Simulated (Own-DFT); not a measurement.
## Calculated data, Hf₃₆O₇₁ (tetragonal hafnia with one neutral oxygen vacancy, atoms displaced)

All values are calculated (Own-DFT development build). A calculation, not a measurement: plane-wave PBE and HSE06 DFT by an unreviewed code, no spin, of a simulated cell at Gamma alone, so results move with cell size and shape, stress positive in tension, energies less offsets, not probed for a lower state with spin; hafnium file: forces about 75 meV/angstrom off all-electron values; oxygen file: force components 24 meV/angstrom off all-electron in a glass; k mesh not checked against a denser one; forces and stress are PBE's, HSE06 gives the energy alone, and its difference from PBE has offsets of its own; offsets are fitted by least squares, one for each functional and potential file, so energies compare only between cells with the same atoms and settings and are not formation energies; the far tail of each file's local potential was reset to the Coulomb form; each entry is a single point on an unrelaxed cell, so the pressure reflects the starting lattice, taken from the Materials Project, from which strain is counted, and rises with the displacements; printed positions are rounded, which can move forces by about a meV/angstrom; the program is a retired in-house code; no spin-orbit coupling.

Common to all runs: first functional PBE; second functional HSE06; exact exchange share 0.25; screening 0.11 1/bohr; exchange divergence Gygi-Baldereschi; potential files PseudoDojo norm-conserving, scalar-relativistic, made for PBE, standard set; wave cutoff 48 hartree; occupations fixed; k mesh 1 x 1 x 1 centred on Gamma.

(1) 
```xyz
107
Lattice="10.7800 0.0000 0.0000 0.0000 10.7800 0.0000 0.0000 0.0000 10.4493" Properties=species:S:1:pos:R:3:force_x:R:1:force_y:R:1:force_z:R:1 formula=Hf36O71 PBE_energy_of_cell_above_offsets=-101.017 HSE06_less_PBE_above_offsets=-0.139 PBE_pressure=0.42 PBE_stress_xx=-1 PBE_stress_yy=0.55 PBE_stress_zz=-0.81 PBE_stress_yz=-0.15 PBE_stress_xz=-0.09 PBE_stress_xy=-0.11
Hf    10.7158     0.0045     0.0190      1.942     -0.293     -1.329
Hf     1.7793     1.8147     2.6115      0.876     -0.218      0.092
O     10.7612     1.7918     1.6040      0.411     -0.064     -0.862
O      1.7787    10.7667     3.6362     -0.014      1.074      0.045
O     10.7554     1.7985     4.1783      0.111     -0.232      0.309
O      1.7921    10.7478     1.0247     -0.356      0.058     -0.081
Hf     0.0239    10.7726     5.2394     -0.373      0.658     -0.239
Hf     1.7835     1.7629     7.8322      0.305      0.126      0.192
O     10.7564     1.8090     6.8306     -0.159      0.054     -0.149
O      1.7940    10.7752     8.8728          0     -0.185     -0.463
O      0.0030     1.7704     9.3877     -0.387      0.218      1.193
O      1.7885    10.7565     6.2227      0.239      0.578      0.358
Hf    10.7743     3.6088    10.4270      0.432     -0.732     -0.001
Hf     1.7800     5.4156     2.5486      1.317     -0.192      0.897
O      0.0122     5.3429     1.5628     -0.358      0.227     -0.322
O      1.7886     3.5682     3.6156     -0.481       0.94      0.086
O     10.7375     5.4131     4.2412      0.176     -0.128     -0.321
O      1.8417     3.5999     1.0198     -1.166      -0.11     -0.181
Hf     0.0369     3.5856     5.2157     -0.229     -0.435      0.009
Hf     1.7457     5.3979     7.8637       1.46     -0.603     -0.232
O      0.0375     5.4687     6.8116     -0.737     -0.602     -0.015
O      1.7376     3.5688     8.8662     -0.213      0.265     -0.127
O      0.0313     5.4073     9.3925     -0.301      -0.47      0.292
O      1.8570     3.5682     6.2610     -0.908      -0.34     -0.155
Hf     0.0104     7.1478    10.4370     -0.117      1.271     -0.122
Hf     1.7990     9.0465     2.6248      0.024      -0.89     -0.009
O      0.0035     8.9827     1.5832     -0.665      0.404     -0.183
O      1.8153     7.1841     3.6389     -0.228      0.078      -0.22
O      0.0307     9.0159     4.1776     -0.333     -0.401      0.275
O      1.7779     7.2172     1.0348      0.601     -0.518     -0.531
Hf     0.0159     7.2195     5.2779     -0.019     -0.182     -0.753
Hf     1.7867     8.9419     7.8137      0.741      0.749      0.397
O      0.0078     8.9850     6.8220     -0.583     -0.096     -0.777
O      1.7969     7.1737     8.8404      0.139      0.181      0.646
O      0.0325     8.9749     9.3215     -0.391      -0.19       1.46
O      1.8026     7.2228     6.2886      0.007      0.121     -0.511
Hf     3.6010    10.7651     0.0149     -0.521      0.693     -0.288
Hf     5.4265     1.7517     2.6590      -1.46      1.162      0.185
O      3.5962     1.7819     1.6154     -0.132     -0.228      0.188
O      5.3749    10.7652     3.6664      0.351     -0.349     -0.051
O      3.5965     1.8243     4.2306      -0.15     -0.519      0.725
O      5.3961     0.0452     1.0176     -0.008     -0.426      0.077
Hf     3.6046     0.0095     5.2344     -0.117      0.053      0.043
Hf     5.3822     1.8193     7.8372     -0.546     -0.971     -0.471
O      5.4118    10.7687     8.8633     -0.045      0.745     -0.032
O      3.5253     1.8034     9.4354       0.64      -0.22     -0.404
O      5.3537     0.0112     6.2836      0.869      0.474     -0.165
Hf     3.5942     3.5957    10.4348      0.157     -0.154      0.609
Hf     5.4221     5.4146     2.6205     -0.502      -1.21      0.283
O      3.6291     5.3367     1.5904     -0.512      0.718      0.074
O      5.3824     3.5914     3.6464      0.136      0.121     -0.355
O      3.5883     5.3967     4.2171      0.112      0.133     -0.223
O      5.3721     3.5806     1.0292      0.484      0.159     -0.752
Hf     3.6305     3.6194     5.2535     -0.139      0.022     -0.653
Hf     5.3970     5.3931     7.8249     -0.513      0.151     -0.255
O      3.5558     5.4041     6.8073      0.591     -0.043      0.398
O      5.4284     3.5784     8.8374     -0.001      0.282      0.054
O      3.5563     5.3561     9.4135      0.418      0.861      0.222
O      5.4140     3.6146     6.2048     -0.139     -0.313      1.041
Hf     3.6599     7.2288    10.4259     -1.038     -0.484     -0.143
Hf     5.4175     8.9824     2.6030     -1.537      0.594      1.102
O      3.5965     8.9873     1.5953      0.651     -0.264     -0.433
O      5.3757     7.2326     3.6092      0.127     -0.533      0.236
O      3.5706     9.0245     4.2140      -0.04     -0.561     -0.273
O      5.4374     7.1306     1.0173     -1.255      0.503      0.209
Hf     3.5980     7.1900     5.1894     -0.736      0.214      0.304
Hf     5.4153     8.9981     7.8296      -1.06      0.386     -0.259
O      3.5937     8.9964     6.8067      0.215      0.009      0.131
O      5.3843     7.2079     8.8632     -0.092     -0.349      0.229
O      3.6025     9.0223     9.3703       0.08     -0.878       0.86
O      5.3345     7.2005     6.2343      1.061     -0.128        0.1
Hf     7.2042    10.7269     0.0418     -1.484      0.957     -0.991
Hf     8.9874     1.7666     2.5336     -0.973      1.212      1.741
O      7.0877     1.8234     1.5993      2.096     -0.227     -0.747
O      8.9417    10.7774     3.6380      0.098     -0.105     -0.516
O      7.2349     1.8011     4.1941     -0.405     -0.445      0.208
O      8.9595     0.0454     1.0210     -0.029      -0.24      0.788
Hf     7.2088    10.7686     5.2401     -0.228      0.347     -0.287
Hf     8.8860     1.7734     7.8790      1.701     -0.166     -0.407
O      7.2274     1.8361     6.7886      -1.32      -0.36      0.216
O      8.9943    10.7367     8.9001     -0.118      0.233     -0.061
O      7.2061     1.7777     9.3819      0.363     -0.129      0.562
O      8.9785     0.0074     6.2424      0.133     -0.194      0.289
Hf     7.1626     3.5491    10.4272     -0.386       0.86       0.78
Hf     9.0214     5.3819     2.6299     -0.968     -0.032      0.506
O      7.1681     5.3964     1.6180      0.802      0.157       -0.2
O      8.9817     3.5892     3.6294      0.331     -0.197     -0.168
O      7.2239     5.3468     4.2066     -0.291      1.231     -0.065
O      8.9494     3.6017     1.0912       0.27     -0.277     -1.159
Hf     7.2236     3.6106     5.2338     -0.321     -0.633     -0.953
Hf     9.0038     5.3456     7.8370     -0.619      0.964     -0.398
O      7.1788     5.4311     6.7785     -0.043     -0.098      0.625
O      9.0164     3.6041     8.8663     -0.036     -0.316      0.326
O      7.2006     5.4073     9.4071     -0.221     -0.316       0.38
O      8.9418     3.6046     6.2515      1.475       0.54      0.455
Hf     7.1472     7.2266     0.0309      1.453     -1.146     -0.979
Hf     8.9886     9.0271     2.5916      0.194     -1.309      1.015
O      7.1054     9.0193     1.5957      1.859      0.041     -0.531
O      8.9560     7.2123     3.6593      0.167      0.174     -0.651
O      7.2147     8.9573     4.2426     -0.286       0.52     -0.111
O      8.9797     7.2173     1.0135      -0.02      0.077      0.095
Hf     7.1921     7.1679     5.2583      0.119     -0.307     -0.355
Hf     9.0241     8.9521     7.8691     -0.013     -0.138     -0.038
O      7.2038     8.9742     6.8684      0.092     -0.053      -0.39
O      8.9749     7.1708     8.8926      0.162      0.006     -0.466
O      7.1723     9.0208     9.4412      0.091     -0.833      0.275
O      8.9784     7.1375     6.2536       0.24      0.434      0.217
```

Units: PBE_energy_of_cell_above_offsets, HSE06_less_PBE_above_offsets in eV; PBE_pressure, PBE_stress_xx, PBE_stress_yy, PBE_stress_zz, PBE_stress_yz, PBE_stress_xz, PBE_stress_xy in GPa; force_x, force_y, force_z in eV/Å.

(2) 
```xyz
107
Lattice="10.7800 0.0000 0.0000 0.0000 10.7800 0.0000 0.0000 0.0000 10.4493" Properties=species:S:1:pos:R:3:force_x:R:1:force_y:R:1:force_z:R:1 formula=Hf36O71 PBE_energy_of_cell_above_offsets=-87.643 HSE06_less_PBE_above_offsets=0.612 PBE_pressure=4.99 PBE_stress_xx=-3.69 PBE_stress_yy=-6.61 PBE_stress_zz=-4.66 PBE_stress_yz=0.58 PBE_stress_xz=0.21 PBE_stress_xy=-0.35
Hf    10.7234    10.6935    10.4421      1.451      1.799      2.202
Hf     1.8249     1.8045     2.5193      0.848      0.591      0.799
O     10.6580     1.7661     1.6134      4.741      0.169     -1.751
O      1.8527    10.7264     3.6463     -0.441      1.469     -0.264
O     10.7789     1.8640     4.2670     -0.122     -1.248     -0.863
O      1.8650    10.6893     1.0526     -1.991      0.337     -1.331
Hf    10.7599     0.0673     5.2828       1.39     -1.815     -2.027
Hf     1.7796     1.8747     7.9363      0.552     -0.491     -1.731
O     10.6517     1.7497     6.7492      2.108      0.595      1.032
O      1.7145    10.7744     8.8028      0.213       1.94      1.814
O     10.6619     1.9710     9.4559      1.396     -6.077     -3.053
O      1.7403     0.0157     6.3028      0.734      0.848      0.004
Hf     0.0653     3.4858     0.0069     -0.401        6.1      4.442
Hf     1.7304     5.4673     2.7159     -0.821     -0.792     -2.494
O     10.6704     5.1795     1.5304     -0.938      1.054      1.423
O      1.7940     3.6531     3.5750     -0.206     -1.147      1.434
O     10.7266     5.3959     4.1470      0.262      0.109      1.523
O      1.7724     3.6763     1.0898      0.812     -1.993     -1.338
Hf     0.1029     3.5554     5.2508     -0.452      2.496     -1.218
Hf     1.7838     5.3090     7.8947      0.393      5.235      -1.69
O     10.7796     5.4701     6.8996      0.054     -0.467     -0.281
O      1.7842     3.6651     8.8715      0.365     -3.295      0.662
O      0.0291     5.3373     9.4403     -0.849       0.45     -0.529
O      1.8849     3.6113     6.2382      -2.71     -0.785      1.676
Hf    10.6528     7.2365    10.3565      2.785     -2.455      1.516
Hf     1.8962     8.9186     2.6086     -0.952      0.585      0.541
O     10.6818     8.8894     1.5638      1.488      1.244     -0.122
O      1.7492     7.2202     3.7154     -0.008     -0.492     -1.286
O      0.1055     8.9567     4.2351     -0.863      1.693     -0.082
O      1.7909     7.1101     0.8576     -0.064      0.678      1.405
Hf    10.6557     7.2908     5.2249      3.051       -1.1      0.059
Hf     1.8289     9.0239     7.8954       0.26     -4.304      -3.17
O     10.7781     8.9237     6.7209     -0.531      0.476      1.579
O      1.8292     7.2463     8.8578     -1.413     -0.332     -0.899
O     10.6801     9.0318     9.5254     -0.049     -0.028     -2.524
O      1.9405     7.2552     6.2407     -1.942     -0.707     -0.474
Hf     3.5128    10.7273    10.3115      1.328      0.268      3.453
Hf     5.3899     1.8792     2.6541     -0.776     -1.247      -1.27
O      3.5682     1.6926     1.5851      0.422      0.251     -0.083
O      5.5497     0.0820     3.6241     -0.441     -1.304       0.42
O      3.6663     1.9023     4.2130     -0.691     -1.723      0.517
O      5.4377     0.0913     1.0386     -0.821     -0.892     -1.448
Hf     3.6192     0.0524     5.3447     -2.753     -0.477     -3.015
Hf     5.4091     1.7045     7.8059     -0.529      1.327     -0.557
O      3.6423     1.8897     6.8123     -2.024     -1.955      1.091
O      5.3702     0.0245     9.0065      0.339     -1.512     -1.801
O      3.6258     1.7698     9.4374     -0.842      0.161     -1.271
O      5.3601    10.6799     6.1628      1.827      0.223      2.212
Hf     3.8178     3.6734    10.2154     -3.425     -0.126      5.241
Hf     5.3091     5.3665     2.6299       0.38     -0.308     -0.304
O      3.5417     5.3858     1.6424      1.128      0.927     -0.491
O      5.3863     3.5809     3.6523      0.752      1.449      0.473
O      3.6684     5.4633     4.1594      0.008     -0.963      0.222
O      5.3887     3.7086     1.0684      0.306     -0.677     -1.333
Hf     3.5947     3.6348     5.3096      1.015      1.067     -2.684
Hf     5.3879     5.3395     7.8307     -1.144      1.912     -2.401
O      3.6265     5.3317     6.7610        0.2     -0.562      0.868
O      5.2001     3.7285     8.8599      1.889     -3.453     -0.981
O      3.5162     5.4238     9.3886      0.584      1.122      0.112
O      5.2908     3.3638     6.2438      3.953      1.086      0.663
Hf     3.7878     7.2406     0.0673     -5.078     -1.787     -0.472
Hf     5.5034     8.9894     2.5612     -3.111       0.85       2.74
O      3.6461     8.9820     1.4940      0.566     -0.441     -0.319
O      5.4625     7.2305     3.6941      0.081     -0.181     -1.514
O      3.5480     8.9496     4.0395      0.961       1.52      0.588
O      5.4479     7.2495     1.0056      1.855     -0.455      0.458
Hf     3.7352     7.2699     5.1429     -3.903     -0.276     -0.164
Hf     5.4340     8.9762     7.9624      -1.12     -0.554     -2.837
O      3.5136     8.9214     6.7130      1.859      2.292      1.589
O      5.3553     7.1318     8.7519      0.622      0.945      1.599
O      3.5513     8.8664     9.3533      1.073      2.436     -0.535
O      5.2951     7.2138     6.1985      4.089      0.131      1.883
Hf     7.1747    10.7238    10.4140     -1.699       2.25       2.44
Hf     9.0951     1.7720     2.6008      -4.58      1.297      0.924
O      7.1418     1.7075     1.6839      1.236      0.683     -1.619
O      8.9527     0.0001     3.5685      0.695     -0.703      0.668
O      7.3011     1.7793     4.1052     -0.169      0.951      2.522
O      9.0003     0.1112     0.9951     -1.074     -1.668     -0.375
Hf     7.2155     0.0096     5.1356      -0.47     -0.829     -1.845
Hf     9.0416     1.6402     7.9044     -1.371      5.689     -2.765
O      7.1587     1.7037     6.8500      1.235      0.137     -1.163
O      9.0635     0.1652     8.9170     -0.469     -5.671      2.028
O      7.1019     1.8381     9.2726      -0.53     -2.528     -0.069
O      8.9714    10.7241     6.2786     -0.047      0.338      0.211
Hf     7.2181     3.4598    10.2255      1.556      2.764        4.8
Hf     8.9073     5.4030     2.7677      1.395     -0.224     -3.882
O      7.2893     5.3888     1.4873     -0.692      0.209       0.52
O      8.9674     3.6509     3.5846     -0.428     -2.269      0.836
O      7.1434     5.3896     4.1760      0.433     -1.689      0.579
Hf     7.2980     3.5116     5.2290     -1.063     -0.143     -1.077
Hf     9.0067     5.3103     7.9676      1.002      0.729     -1.299
O      7.1792     5.4778     6.8974     -0.212     -0.781     -1.502
O      8.9642     3.5304     8.8966     -0.808      0.052     -0.753
O      7.1748     5.3139     9.2950      0.018      0.744      0.926
O      9.0540     3.7383     6.1688     -0.933     -0.257      0.684
Hf     7.2091     7.1960    10.3099      1.152     -3.917      2.246
Hf     8.8534     9.0115     2.3741      1.166     -0.535      2.966
O      7.0501     9.0651     1.4773      3.072      0.097     -2.032
O      8.9751     7.2068     3.4997      0.101      1.246      2.009
O      7.2941     8.9462     4.0556     -0.508      0.439      1.306
O      8.9918     7.2697     1.0132     -2.159      0.361     -1.205
Hf     7.2468     6.9839     5.2776     -2.529      2.671     -0.811
Hf     8.9919     9.0641     7.7098      2.124     -1.443      1.044
O      7.3020     8.9616     6.8977     -3.642      0.533     -0.695
O      8.9859     7.2523     8.8133     -0.104     -0.644      0.562
O      7.1800     8.9169     9.4452     -0.319      2.362     -1.405
O      8.8764     7.1801     6.3091      1.901      0.323     -0.405
```

Units: PBE_energy_of_cell_above_offsets, HSE06_less_PBE_above_offsets in eV; PBE_pressure, PBE_stress_xx, PBE_stress_yy, PBE_stress_zz, PBE_stress_yz, PBE_stress_xz, PBE_stress_xy in GPa; force_x, force_y, force_z in eV/Å.
